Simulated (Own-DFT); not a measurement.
## Calculated data, HfO2 (monoclinic hafnia, atoms displaced)

A calculation, not a measurement: plane-wave density functional theory by an unreviewed code, no spin, of a simulated periodic cell, stress positive in tension, run twice, with PBE and with PBEsol, both on files made for PBE, so the change isn't that of files made for PBEsol, hafnium file: forces about 75 meV/angstrom off all-electron values; oxygen file: force components 24 meV/angstrom off all-electron in one glass; forces on such cells passed a denser k mesh, this cell's mesh not checked; the far tail of each file's local potential was reset to the Coulomb form; each entry is a single point on an unrelaxed cell, so the pressure reflects the starting lattice, mostly measured values (interpolated for alloys), from which strain is counted, and rises with the displacements; printed positions are rounded, which can move forces by about a meV/angstrom; the program, named Own-DFT, is a retired in-house code; no spin-orbit coupling; stress was not checked against mesh or cutoff. Program: Own-DFT development build.

HfO2 (monoclinic hafnia, atoms displaced)

```
CELL_PARAMETERS angstrom
10.23400 0.00000 0.00000
0.00000 10.35000 0.00000
-1.69550 0.00000 10.44530
ATOMIC_POSITIONS crystal
Hf 0.13622 0.01287 0.11078
Hf 0.36585 0.26790 0.15467
Hf 0.36606 0.47887 0.40245
Hf 0.13619 0.23360 0.34741
O 0.05034 0.17115 0.17214
O 0.45960 0.41853 0.08348
O 0.46481 0.32634 0.32901
O 0.03385 0.08344 0.42310
O 0.22574 0.38186 0.24181
O 0.27633 0.12663 0.00380
O 0.27125 0.12590 0.26254
O 0.22550 0.36887 0.49531
Hf 0.13975 0.01879 0.59943
Hf 0.34987 0.27347 0.64283
Hf 0.36216 0.47388 0.89372
Hf 0.13858 0.24175 0.85053
O 0.03617 0.16685 0.67285
O 0.45546 0.41450 0.57071
O 0.45903 0.33278 0.82613
O 0.02788 0.08558 0.91416
O 0.23048 0.37724 0.74650
O 0.26551 0.12462 0.50686
O 0.27008 0.12079 0.76133
O 0.22421 0.37411 0.98631
Hf 0.12809 0.52167 0.10517
Hf 0.36272 0.77118 0.14192
Hf 0.35975 0.97657 0.40346
Hf 0.13474 0.72692 0.35514
O 0.03593 0.66747 0.16894
O 0.46361 0.91935 0.06638
O 0.45982 0.83147 0.32325
O 0.03421 0.57906 0.42031
O 0.21758 0.87448 0.24064
O 0.27791 0.64609 0.01236
O 0.26915 0.62010 0.25315
O 0.22383 0.87683 0.49654
Hf 0.13469 0.52434 0.59792
Hf 0.36769 0.76620 0.65826
Hf 0.35678 0.97545 0.89861
Hf 0.14114 0.72467 0.85863
O 0.03166 0.67587 0.67795
O 0.45893 0.91778 0.57774
O 0.46066 0.82164 0.83326
O 0.03563 0.58460 0.92840
O 0.22527 0.88406 0.74752
O 0.27760 0.63084 0.51001
O 0.27334 0.61628 0.75724
O 0.22988 0.87481 0.98276
Hf 0.63367 0.01870 0.09682
Hf 0.86193 0.27208 0.14322
Hf 0.86411 0.47527 0.39214
Hf 0.63691 0.22529 0.35934
O 0.53868 0.16243 0.16952
O 0.96275 0.41838 0.07913
O 0.96461 0.32993 0.32824
O 0.54148 0.07985 0.42547
O 0.72463 0.37948 0.23745
O 0.77572 0.12941 0.01580
O 0.77230 0.11941 0.24859
O 0.72847 0.37411 0.48706
Hf 0.64071 0.01937 0.60297
Hf 0.85954 0.26786 0.64660
Hf 0.86109 0.48060 0.88594
Hf 0.63506 0.23106 0.85217
O 0.54066 0.15753 0.67724
O 0.95738 0.40330 0.56254
O 0.95500 0.33927 0.82578
O 0.53161 0.07600 0.91693
O 0.72079 0.38099 0.73359
O 0.77893 0.13250 0.50969
O 0.78203 0.12357 0.77092
O 0.72394 0.37275 0.99450
Hf 0.64141 0.52272 0.10499
Hf 0.86717 0.77267 0.14652
Hf 0.86273 0.97868 0.38934
Hf 0.63948 0.73771 0.34981
O 0.54108 0.66757 0.17562
O 0.97183 0.91318 0.08607
O 0.95510 0.83099 0.32468
O 0.53488 0.57230 0.42269
O 0.72447 0.87145 0.23587
O 0.78060 0.62555 0.00671
O 0.78351 0.62402 0.25583
O 0.72598 0.87346 0.48921
Hf 0.64066 0.51991 0.60330
Hf 0.86443 0.76353 0.64665
Hf 0.86150 0.98424 0.90624
Hf 0.64239 0.73233 0.85362
O 0.54767 0.66992 0.67215
O 0.95953 0.91556 0.57298
O 0.95740 0.82822 0.82770
O 0.53726 0.58466 0.92923
O 0.72614 0.88249 0.74406
O 0.77629 0.62688 0.50239
O 0.77375 0.61854 0.75440
O 0.73520 0.87445 0.99144
```

```
functional                                        : PBE, then PBEsol
potential files                                   : PseudoDojo norm-conserving, scalar-relativistic, standard set
wave cutoff                                       : 72 hartree
occupations                                       : Fermi-Dirac
smearing width                                    : 0.1 eV
k mesh                                            : 2 x 2 x 2 centred on Gamma
PBE pressure                                      : 6 GPa
PBE stress xx                                     : -6.69 GPa
PBE stress yy                                     : -5.52 GPa
PBE stress zz                                     : -5.8 GPa
PBE stress yz                                     : -0.15 GPa
PBE stress xz                                     : -0.56 GPa
PBE stress xy                                     : 0.04 GPa
PBEsol pressure                                   : -0.46 GPa
PBEsol stress xx                                  : -0.19 GPa
PBEsol stress yy                                  : 0.87 GPa
PBEsol stress zz                                  : 0.7 GPa
PBEsol stress yz                                  : -0.14 GPa
PBEsol stress xz                                  : -0.21 GPa
PBEsol stress xy                                  : 0.06 GPa
rms change of force components from PBE to PBEsol : 0.051 eV/Å
```

Force:
```tsv
force element	PBE force x (eV/Å)	PBE force y (eV/Å)	PBE force z (eV/Å)	PBEsol force x (eV/Å)	PBEsol force y (eV/Å)	PBEsol force z (eV/Å)
Hf	1.582	2.062	-1.839	1.541	2.056	-1.798
Hf	-0.31	-0.148	-1.849	-0.292	-0.097	-1.758
Hf	-0.53	0.271	-2.385	-0.497	0.211	-2.275
Hf	0.147	-0.71	1.344	0.156	-0.752	1.27
O	-2.109	0.208	-1.034	-2.04	0.2	-0.932
O	0.542	0.206	-0.397	0.522	0.198	-0.443
O	0.022	0.137	0.668	0.021	0.113	0.591
O	-0.305	0.037	-0.927	-0.293	0.009	-0.849
O	-0.214	-0.181	0.179	-0.158	-0.202	0.184
O	-0.428	0.62	1.167	-0.459	0.582	1.122
O	1.429	-1.495	0.326	1.321	-1.435	0.315
O	-1.092	0.559	-0.2	-0.999	0.552	-0.17
Hf	-1.824	0.19	1.78	-1.758	0.234	1.696
Hf	1.356	-2.166	0.623	1.28	-2.044	0.632
Hf	0.68	1.148	2.161	0.658	1.045	2.124
Hf	-0.737	-3.518	0.978	-0.684	-3.486	0.92
O	-0.529	0.778	-0.242	-0.519	0.789	-0.189
O	1.42	-0.181	2.084	1.354	-0.158	1.967
O	1.099	-0.405	-0.309	1.046	-0.395	-0.349
O	0.855	0.292	1.278	0.809	0.267	1.288
O	-1.29	0.991	-1.7	-1.18	0.934	-1.64
O	1.519	1.188	0.265	1.412	1.141	0.258
O	0.592	0.754	-0.747	0.51	0.753	-0.734
O	-0.323	0.465	0.419	-0.249	0.455	0.369
Hf	2.229	-0.61	0.13	2.156	-0.535	0.103
Hf	0.372	0.2	0.815	0.348	0.224	0.804
Hf	0.308	0.423	-0.981	0.287	0.366	-0.904
Hf	0.948	0.666	-0.655	0.94	0.598	-0.692
O	-0.52	0.633	0.965	-0.504	0.625	0.994
O	-0.067	-1.433	2.001	-0.079	-1.378	1.888
O	0.247	0.426	0.752	0.244	0.398	0.686
O	0.766	0.597	0.435	0.76	0.572	0.486
O	0.394	0.194	0.316	0.424	0.187	0.294
O	-0.462	-2.367	-1.135	-0.516	-2.276	-1.106
O	0.161	0.338	1.264	0.072	0.348	1.224
O	-0.222	-1.731	-1.011	-0.153	-1.648	-0.988
Hf	-0.505	-0.71	0.504	-0.461	-0.652	0.433
Hf	-0.217	0.986	-1.05	-0.204	1.015	-0.983
Hf	0.077	2.281	-1.98	0.048	2.184	-1.899
Hf	-0.884	2.092	-0.243	-0.856	2.011	-0.249
O	2.407	-2.766	-1.019	2.343	-2.672	-0.94
O	0.716	-0.31	0.552	0.684	-0.284	0.473
O	0.752	-0.131	-0.052	0.735	-0.15	-0.126
O	-0.061	-0.203	-0.989	-0.048	-0.213	-0.913
O	0.101	-1.305	-1.125	0.177	-1.277	-1.074
O	-0.646	-0.115	0.142	-0.71	-0.139	0.141
O	-0.174	-0.023	0.004	-0.23	-0.01	0.005
O	-2.127	-0.729	1.832	-1.998	-0.719	1.786
Hf	0.516	0.286	0.549	0.508	0.341	0.505
Hf	-0.418	-0.429	0.332	-0.444	-0.367	0.341
Hf	-1.991	0.196	-0.926	-1.957	0.127	-0.867
Hf	1.16	0.614	-1.316	1.128	0.549	-1.305
O	-1.01	0.696	0.599	-0.979	0.69	0.636
O	-0.063	-0.151	-0.208	-0.059	-0.131	-0.238
O	-0.023	-0.048	-0.815	-0.024	-0.05	-0.844
O	-1.17	-0.445	-0.354	-1.119	-0.434	-0.283
O	0.117	-0.241	0.327	0.194	-0.231	0.308
O	-0.033	0.183	-0.808	-0.087	0.165	-0.787
O	0.344	-0.288	1.671	0.274	-0.277	1.624
O	-1.261	-0.657	-0.025	-1.164	-0.638	-0.023
Hf	0.412	-0.47	1.041	0.394	-0.406	0.988
Hf	0.417	-0.855	-0.45	0.405	-0.791	-0.436
Hf	-1.428	0.98	2.173	-1.41	0.925	2.148
Hf	-0.058	-1.137	0.512	-0.048	-1.182	0.458
O	-1.216	1.396	-0.515	-1.142	1.364	-0.447
O	2.372	1.59	1.76	2.283	1.575	1.659
O	1.908	-1.014	-0.325	1.845	-0.998	-0.362
O	1.417	1.21	-0.057	1.394	1.174	0.019
O	-0.527	-0.482	0.606	-0.441	-0.464	0.587
O	-0.369	-0.436	0.026	-0.432	-0.42	0.032
O	-0.54	0.436	-0.925	-0.582	0.435	-0.89
O	0.205	-0.379	-1.331	0.268	-0.363	-1.285
Hf	-0.153	-0.215	-0.002	-0.132	-0.163	-0.032
Hf	-1.684	-1.574	-0.992	-1.659	-1.493	-0.928
Hf	-0.373	0.855	1.154	-0.358	0.773	1.169
Hf	0.076	-1.453	0.444	0.102	-1.436	0.377
O	-0.845	0.476	-0.347	-0.813	0.487	-0.294
O	0.006	0.781	-0.495	0.005	0.773	-0.513
O	1.909	-0.711	0.74	1.851	-0.701	0.653
O	0.795	1.452	-0.379	0.754	1.376	-0.295
O	-0.747	0.993	-0.007	-0.665	0.941	0.013
O	-0.214	0.75	-0.073	-0.273	0.723	-0.074
O	-0.382	-0.46	0.315	-0.431	-0.437	0.3
O	-0.563	-0.221	-0.468	-0.489	-0.204	-0.474
Hf	-0.067	-0.161	-1.406	-0.038	-0.109	-1.397
Hf	-1.401	2.722	-0.266	-1.354	2.7	-0.216
Hf	1.511	-0.052	-2.438	1.464	-0.068	-2.379
Hf	0.23	-0.233	0.828	0.23	-0.273	0.773
O	-1.486	0.326	-0.199	-1.445	0.329	-0.127
O	0.616	-0.035	0.098	0.592	-0.022	0.033
O	0.711	-0.034	0.982	0.686	-0.061	0.896
O	-0.241	-0.032	-0.993	-0.221	-0.05	-0.914
O	-0.597	-0.311	-0.475	-0.532	-0.322	-0.454
O	-0.163	0.216	0.669	-0.226	0.199	0.663
O	0.565	-0.071	0.276	0.493	-0.07	0.267
O	-1.403	-1.068	0.378	-1.307	-1.028	0.375
```
